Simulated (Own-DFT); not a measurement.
# Biaxial strain at fixed height in wurtzite AlGaN with randomly placed atoms, 72 atoms (Al9Ga27N36)

Everything here is calculated. The program is Own-DFT (plane waves, in-house, since retired, never reviewed by a person); positions were held fixed, and spin and spin-orbit coupling were off.

Settings: PBE; PseudoDojo norm-conserving scalar-relativistic files; cutoff 42 hartree; 4 x 4 x 3 k mesh centred on Gamma; Fermi-Dirac smearing of 0.1 eV.

Caveats: forces on such cells passed a denser k mesh, each cell not checked; stress not checked against mesh or cutoff.

Unstrained cell vectors in Å: (9.509, 0.000, 0.000); (-4.755, 8.235, 0.000); (0.000, 0.000, 10.268). The unstrained cell has measured lattice constants (interpolated for alloys), not those of this functional. That, the random moves and any unrelaxed bonds set the pressure at no strain. Each run strains x and y alike by e, as a substrate would, and holds the height along z. All atoms carry random offsets, Gaussian with a width of 0.05 Å per axis. The random placing of the alloy's atoms differs from row to row. Stress is positive in tension.

```
e (%),u (Å),(s_xx + s_yy)/2 (GPa),s_zz (GPa)
-3.00,0.046,-26.56,-12.06
-2.75,0.053,-24.65,-14.40
-1.25,0.048,-13.75,-9.71
-0.75,0.052,-11.72,-9.02
0.50,0.051,-3.81,-8.83
0.75,0.048,-3.71,-6.56
1.00,0.047,-1.17,-6.35
1.75,0.046,?,?
2.25,0.048,4.01,-5.86
2.50,0.049,4.94,-4.35
```

## Worked fit

With e as a fraction, the in-plane stress is -6.9 + 555 e - 3293 e² GPa (errors 10 and 570, scatter 0.52), and s_zz is -8.4 + 153 e GPa (slope ± 19, scatter 1.05). At e = 0 the first slope is C11 + C12 and the second 2 C13, both with the ions held to the strained lattice and at the cell's own pressure. The term in e² is negative: the layer stiffens under compression and softens under tension. A free layer would change its height as e changes, and the in-plane slope would drop by 2 C13²/C33 to the biaxial modulus. At fixed height, a misfit of 1 % moves the in-plane stress by about 5.6 GPa and s_zz by 1.5 GPa.

## Withheld run

Q: what are the two stresses at e = 1.75 %?

The fitted form gives 1.8 and -5.8 GPa. The run itself gave 1.26 and -4.40 GPa.
